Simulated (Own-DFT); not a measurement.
Hf₃₁SiO₆₄ (monoclinic hafnia with substituted atoms, atoms displaced), Hf₁₆O₃₁ (monoclinic hafnia with two neutral oxygen vacancies, strained, atoms displaced) (calculated)

Computed with Own-DFT development build. A calculation, not a measurement: plane-wave PBE and HSE06 DFT by an unreviewed code, no spin, of a simulated cell at Gamma alone, so results move with cell size and shape, stress positive in tension, energies less offsets, not probed for a lower state with spin; hafnium file: forces about 75 meV/angstrom off all-electron values; oxygen file: force components 24 meV/angstrom off all-electron in a glass; k mesh not checked against a denser one; forces and stress are PBE's, HSE06 gives the energy alone, and its difference from PBE has offsets of its own; offsets are fitted by least squares, one for each functional and potential file, so energies compare only between cells with the same atoms and settings and are not formation energies; the far tail of each file's local potential was reset to the Coulomb form; each entry is a single point on an unrelaxed cell, so the pressure reflects the starting lattice, mostly measured values, from which strain is counted, and rises with the displacements; printed positions are rounded, which can move forces by about a meV/angstrom; the program is a retired in-house code; no spin-orbit coupling.

Settings shared by all entries: first functional PBE; second functional HSE06; exact exchange share 0.25; screening 0.11 1/bohr; exchange divergence Gygi-Baldereschi; potential files PseudoDojo norm-conserving, scalar-relativistic, made for PBE, standard set; wave cutoff 48 hartree; occupations fixed; k mesh 1 x 1 x 1 centred on Gamma.

(1) Hf₃₁SiO₆₄ (monoclinic hafnia with substituted atoms, atoms displaced)

```
CELL_PARAMETERS angstrom
10.23400 0.00000 0.00000
0.00000 10.35000 0.00000
-1.69550 0.00000 10.44530
ATOMIC_POSITIONS crystal
Hf 0.14473 0.01548 0.10794
Hf 0.35671 0.26694 0.13232
Hf 0.35724 0.49068 0.39280
Hf 0.12994 0.23413 0.35218
O 0.04270 0.16781 0.16921
O 0.46613 0.41206 0.07784
O 0.46206 0.33572 0.33016
O 0.03465 0.07965 0.41952
O 0.22599 0.38310 0.24507
O 0.26787 0.12377 0.00458
O 0.27373 0.13204 0.25149
O 0.23361 0.37377 0.48691
Hf 0.13968 0.01563 0.60627
Hf 0.35602 0.27180 0.63951
Hf 0.36676 0.48050 0.90000
Hf 0.13782 0.23217 0.84805
O 0.02867 0.16472 0.67839
O 0.46056 0.41822 0.57018
O 0.45932 0.33445 0.82493
O 0.03155 0.07973 0.92511
O 0.22561 0.37845 0.73954
O 0.28245 0.12929 0.50792
O 0.26726 0.12215 0.76582
O 0.23172 0.37663 0.98978
Si 0.13889 0.52013 0.10151
Hf 0.36950 0.77557 0.14483
Hf 0.37272 0.98367 0.39348
Hf 0.13345 0.73101 0.34954
O 0.02572 0.66378 0.16392
O 0.46606 0.92238 0.07583
O 0.46876 0.83143 0.32383
O 0.03866 0.58484 0.42828
O 0.22815 0.87648 0.23293
O 0.27454 0.63173 0.00302
O 0.28646 0.61830 0.26652
O 0.22251 0.86243 0.48990
Hf 0.13501 0.51964 0.60595
Hf 0.35866 0.77130 0.65108
Hf 0.35105 0.99047 0.90322
Hf 0.13829 0.73185 0.85641
O 0.04138 0.66549 0.67223
O 0.46101 0.91970 0.57601
O 0.45745 0.83436 0.83011
O 0.03843 0.59175 0.91966
O 0.21852 0.87633 0.73828
O 0.26806 0.62993 0.50233
O 0.27703 0.62746 0.76631
O 0.22199 0.87397 0.98567
Hf 0.64706 0.02298 0.10087
Hf 0.86815 0.26448 0.15246
Hf 0.86568 0.48624 0.39293
Hf 0.64163 0.22476 0.36460
O 0.53318 0.15842 0.17432
O 0.96177 0.41967 0.07869
O 0.95881 0.34007 0.33055
O 0.53889 0.08217 0.42473
O 0.72661 0.38210 0.24047
O 0.77976 0.12763 0.00899
O 0.77992 0.11723 0.25131
O 0.72325 0.36836 0.49131
Hf 0.63627 0.01894 0.60607
Hf 0.86888 0.27076 0.64252
Hf 0.86854 0.47552 0.90376
Hf 0.64057 0.22287 0.86609
O 0.53533 0.16469 0.66435
O 0.96196 0.40824 0.57509
O 0.96949 0.33708 0.83329
O 0.53266 0.07756 0.92215
O 0.71807 0.38358 0.73530
O 0.77342 0.13399 0.50423
O 0.77911 0.12592 0.75636
O 0.72341 0.37460 0.98313
Hf 0.62656 0.52098 0.10531
Hf 0.85730 0.76702 0.14304
Hf 0.86595 0.98786 0.40155
Hf 0.63612 0.72960 0.35653
O 0.53094 0.66495 0.17469
O 0.96563 0.91691 0.07935
O 0.96760 0.84162 0.32845
O 0.53325 0.58094 0.42344
O 0.72623 0.87695 0.24193
O 0.77379 0.63300 0.01000
O 0.78165 0.62203 0.25013
O 0.72574 0.87821 0.49827
Hf 0.63686 0.51299 0.60158
Hf 0.86641 0.77258 0.65153
Hf 0.86232 0.98200 0.90180
Hf 0.62905 0.72645 0.84727
O 0.53403 0.65790 0.67420
O 0.96605 0.91001 0.57966
O 0.96268 0.83631 0.81469
O 0.53804 0.58986 0.92668
O 0.73410 0.87488 0.74054
O 0.77724 0.62323 0.51428
O 0.77663 0.62189 0.76642
O 0.73283 0.87883 0.98908
```

```
PBE energy of cell above offsets : -85.887 eV
HSE06 less PBE above offsets     : 0.368 eV
PBE pressure                     : 4.58 GPa
PBE stress xx                    : -5.07 GPa
PBE stress yy                    : -4.14 GPa
PBE stress zz                    : -4.53 GPa
PBE stress yz                    : 0.72 GPa
PBE stress xz                    : -0.26 GPa
PBE stress xy                    : -0.89 GPa
```

Force:
```csv
element,x (eV/Å),y (eV/Å),z (eV/Å)
Hf,-1.989,0.086,-0.953
Hf,0.903,0.454,3.749
Hf,1.251,-2.869,1.047
Hf,2.04,0.111,0.371
O,-1.216,0.774,0.572
O,0.09,0.138,-0.344
O,0.651,-0.891,-0.732
O,1.125,1.251,0.591
O,-1.141,1.047,-2.878
O,0.311,1.538,0.722
O,0.242,-1.347,1.064
O,-2.203,-0.91,0.145
Hf,-0.257,-0.422,-0.452
Hf,2.347,0.789,0.182
Hf,-0.15,0.617,-1.585
Hf,-1.487,-0.081,1.397
O,1.633,-1.199,-0.854
O,0.024,-0.632,1.399
O,0.876,-0.761,0.513
O,1.329,1.128,-0.129
O,-0.695,0.124,-0.227
O,-1.146,-0.6,-0.098
O,0.818,-0.214,-1.494
O,-1.747,-0.027,0.553
Si,-1.843,0.655,-0.796
Hf,-0.945,-0.661,-0.846
Hf,-1.621,-0.396,0.33
Hf,0.294,-0.243,0.218
O,3.286,-1.984,0.417
O,-0.311,-0.528,0.511
O,-0.462,0.9,0.628
O,-0.802,-0.165,-0.857
O,0.122,0.141,0.951
O,-0.522,-0.714,2.518
O,-1.635,2.333,-3.084
O,0.192,1.53,-0.075
Hf,0.778,0.602,-0.127
Hf,0.293,-0.636,-0.77
Hf,1.989,-2.595,-1.655
Hf,-0.026,0.245,-0.799
O,-0.441,-0.155,0.058
O,0.009,-0.436,0.009
O,0.23,0.177,-0.311
O,-0.535,-2.123,2.17
O,0.232,1.065,-0.208
O,0.31,0.083,1.592
O,0.485,-0.912,-0.574
O,0.078,0.05,0.733
Hf,-1.384,-1.418,1.167
Hf,-0.879,1.596,-1.008
Hf,-2.135,0.671,0.366
Hf,-1.395,2.85,-2.884
O,0.001,0.542,-0.277
O,2.606,0.59,1.162
O,1.833,-2.048,-0.492
O,-0.314,-0.484,-0.308
O,-0.18,-0.529,-0.262
O,-0.194,0.948,0.227
O,0.058,0.572,1.061
O,0.304,0.144,-0.636
Hf,0.821,-0.207,1.154
Hf,-3.6,0.2,1.268
Hf,-1.509,2.054,-1.907
Hf,-0.164,1.727,-3.55
O,-0.837,0.797,1.089
O,1.936,1.744,-0.395
O,0.158,-0.46,-0.86
O,0.557,1.008,-0.13
O,0.942,-1.357,0.98
O,0.93,-0.746,0.756
O,-0.741,-0.526,1.011
O,-0.265,-0.936,1.01
Hf,3.059,-0.005,0.305
Hf,0.023,0.843,-0.38
Hf,-1.138,-2.634,-0.83
Hf,1.358,-0.392,0.553
O,0.524,-0.043,0.272
O,0.688,0.146,0.294
O,0.255,-0.683,-0.166
O,1.152,1.368,-0.645
O,-0.605,0.291,-0.083
O,-0.419,-0.272,-0.129
O,-1.116,-0.16,1.692
O,-0.134,-0.915,-1.323
Hf,0.242,0.328,0.618
Hf,-1.35,-1.672,-0.969
Hf,1.182,-0.944,-2.008
Hf,2.155,0.905,0.376
O,-1.04,1.085,-0.006
O,1.441,1.945,-0.859
O,1.221,0.466,2.463
O,-1.557,-1.319,0.395
O,-1.963,1.177,0.137
O,0.093,0.544,-0.857
O,0.206,-0.2,-0.254
O,-1.59,-0.923,0.268
```

(2) Hf₁₆O₃₁ (monoclinic hafnia with two neutral oxygen vacancies, strained, atoms displaced)

```
CELL_PARAMETERS angstrom
10.05210 -0.02280 0.01680
-0.02310 10.27020 0.16640
-1.64830 0.17170 10.55850
ATOMIC_POSITIONS crystal
Hf 0.14071 0.02409 0.10496
Hf 0.36447 0.26597 0.14734
Hf 0.36968 0.48034 0.39633
Hf 0.13246 0.22579 0.35004
O 0.03520 0.16923 0.16740
O 0.46692 0.41046 0.07520
O 0.46629 0.33966 0.32761
O 0.04234 0.08404 0.42423
O 0.23064 0.38446 0.24442
O 0.27503 0.12553 0.01146
O 0.27231 0.12314 0.26034
O 0.22322 0.36996 0.48843
Hf 0.13474 0.02663 0.60238
Hf 0.36141 0.26656 0.64293
Hf 0.36352 0.47773 0.89141
Hf 0.14042 0.23006 0.85426
O 0.04078 0.16395 0.67012
O 0.46568 0.41795 0.57965
O 0.46354 0.33598 0.82534
O 0.03978 0.08148 0.92974
O 0.22550 0.38379 0.74232
O 0.27454 0.12577 0.50960
O 0.27139 0.11884 0.76373
O 0.22852 0.37513 0.99260
Hf 0.12957 0.52517 0.10281
Hf 0.35798 0.76856 0.14963
Hf 0.36304 0.98394 0.39786
Hf 0.13631 0.73237 0.35361
O 0.03716 0.66723 0.17171
O 0.45845 0.91775 0.07436
O 0.46710 0.83110 0.32750
O 0.03486 0.58788 0.42050
O 0.22555 0.87938 0.23931
O 0.27816 0.62370 0.00966
O 0.27807 0.61830 0.25986
O 0.22615 0.86528 0.48733
Hf 0.13724 0.51915 0.60301
Hf 0.35761 0.76068 0.64361
Hf 0.36466 0.97968 0.89748
Hf 0.13768 0.72884 0.85208
O 0.03752 0.66691 0.66933
O 0.46322 0.91547 0.57436
O 0.45926 0.83496 0.83170
O 0.03686 0.58545 0.92679
O 0.22688 0.88332 0.73949
O 0.27669 0.63417 0.50716
O 0.27531 0.62056 0.75671
O 0.22218 0.86922 0.99347
Hf 0.63786 0.02218 0.10200
Hf 0.86285 0.27325 0.14821
Hf 0.85770 0.48251 0.39584
Hf 0.63918 0.23080 0.35386
O 0.53890 0.16340 0.17501
O 0.96223 0.41785 0.07735
O 0.96212 0.33062 0.32278
O 0.54188 0.08806 0.42119
O 0.72695 0.37949 0.24423
O 0.77373 0.12665 0.00798
O 0.77212 0.12576 0.26081
O 0.72326 0.37346 0.48807
Hf 0.64019 0.02087 0.60328
Hf 0.85831 0.27137 0.64509
Hf 0.86003 0.47920 0.89215
Hf 0.63439 0.22998 0.85516
O 0.54085 0.16553 0.67675
O 0.96707 0.41506 0.57636
O 0.96336 0.33048 0.82559
O 0.53624 0.08192 0.92561
O 0.77453 0.13096 0.51057
O 0.77372 0.12269 0.76277
O 0.72216 0.37358 0.99332
Hf 0.63900 0.52443 0.10505
Hf 0.86247 0.77130 0.14110
Hf 0.86299 0.98216 0.40036
Hf 0.63587 0.73157 0.35189
O 0.54156 0.66500 0.17332
O 0.96497 0.91492 0.07382
O 0.96286 0.83266 0.32532
O 0.53516 0.58313 0.42683
O 0.72221 0.88033 0.23978
O 0.77281 0.62696 0.01274
O 0.77301 0.61812 0.25875
O 0.72173 0.87122 0.49367
Hf 0.63940 0.52333 0.60613
Hf 0.86031 0.76703 0.64728
Hf 0.85955 0.97707 0.89407
Hf 0.64120 0.73315 0.85479
O 0.53704 0.66667 0.67473
O 0.96739 0.91586 0.57590
O 0.96367 0.83595 0.82275
O 0.54036 0.58340 0.92604
O 0.71916 0.87970 0.73806
O 0.77523 0.62848 0.51269
O 0.72756 0.87156 0.99433
```

```
PBE energy of cell above offsets : -89.931 eV
HSE06 less PBE above offsets     : 0.117 eV
PBE pressure                     : 8.05 GPa
PBE stress xx                    : -11.36 GPa
PBE stress yy                    : -9.02 GPa
PBE stress zz                    : -3.77 GPa
PBE stress yz                    : 3.15 GPa
PBE stress xz                    : -0.52 GPa
PBE stress xy                    : -1.01 GPa
```

Force:
```csv
element,x (eV/Å),y (eV/Å),z (eV/Å)
Hf,-0.316,-1.032,-0.08
Hf,-0.691,1.696,-0.242
Hf,-2.251,-0.491,-0.631
Hf,1.784,2.645,-0.258
O,-0.149,-0.098,0.502
O,0.535,0.257,-0.06
O,0.961,-1.159,-0.307
O,-1.992,-1.179,-0.469
O,-0.68,-0.725,-0.904
O,0.783,0.991,0.167
O,0.506,-0.373,0.301
O,-0.104,-0.279,0.453
Hf,1.505,-2.085,1.31
Hf,-0.337,0.583,0.256
Hf,-0.284,0.62,1.71
Hf,-0.006,0.031,0.719
O,-1.754,1.493,0.616
O,0.001,-0.488,0.416
O,0.674,-0.827,-0.477
O,-0.813,0.34,-1.396
O,-0.171,-0.794,-0.579
O,1.115,0.547,0.146
O,0.976,1.04,-0.394
O,-0.736,-1.253,-0.837
Hf,2.561,-1.268,1.136
Hf,0.363,-0.426,-1.037
Hf,0.142,-1.454,-0.12
Hf,1.085,-0.048,-0.026
O,-0.729,0.713,0.115
O,0.943,-0.004,0.986
O,-0.741,0.847,0.027
O,-0.769,-0.982,0.386
O,-0.102,0.314,0.198
O,0.1,0.89,-0.096
O,-0.127,0.855,0.2
O,-0.337,0.854,-0.058
Hf,0.648,0.111,-0.678
Hf,0.114,2.23,0.199
Hf,-1.398,-1.061,-0.436
Hf,1.236,1.015,0.474
O,-0.742,0.12,0.386
O,0.514,0.34,0.263
O,1.467,-1.04,-0.468
O,-1.164,-0.103,-1.213
O,-0.611,-0.684,-0.419
O,-0.006,-1.14,0.299
O,-0.005,-0.017,0.344
O,-0.388,-0.451,-0.552
Hf,-0.145,-0.497,1.111
Hf,-1.05,-0.536,-0.683
Hf,0.867,-0.524,-0.475
Hf,0.587,1.205,-0.399
O,-0.77,0.308,-0.068
O,0.064,0.18,-0.355
O,-0.017,0.677,0.769
O,-1.75,-1.373,0.51
O,-0.311,0.385,-0.549
O,0.509,0.548,0.288
O,1.047,-0.886,0.411
O,-0.342,-0.285,0.89
Hf,-0.921,-0.309,0.15
Hf,0.301,0.286,0.147
Hf,-0.049,-0.323,0.425
Hf,0.842,0.296,0.518
O,-0.962,0.4,-0.47
O,-0.356,-0.198,-0.048
O,-0.645,0.541,0.021
O,0.057,0.562,-0.583
O,0.986,0,0.236
O,0.633,0.069,-0.268
O,0.255,-0.62,-1.301
Hf,-0.612,-1.405,0.228
Hf,-0.517,-0.134,1.25
Hf,-0.22,-0.889,-1.193
Hf,0.711,-0.025,0.033
O,-1.497,1.01,0.248
O,0.312,0.168,0.142
O,-0.514,0.816,0.147
O,0.987,0.832,-0.234
O,0.226,0.065,0.011
O,1.513,0.844,-0.854
O,0.737,0.475,0.576
O,0.376,-0.025,-0.355
Hf,-0.329,-0.449,0.422
Hf,0.262,0.439,-0.444
Hf,0.884,0.917,0.584
Hf,-1.231,-0.609,0.392
O,0.577,-0.118,0.211
O,-0.76,-0.28,-0.063
O,-0.1,-0.359,-0.001
O,-0.555,0.199,-0.872
O,0.39,-0.328,0.354
O,0.529,0.243,0.301
O,-0.602,-0.37,-1.029
```
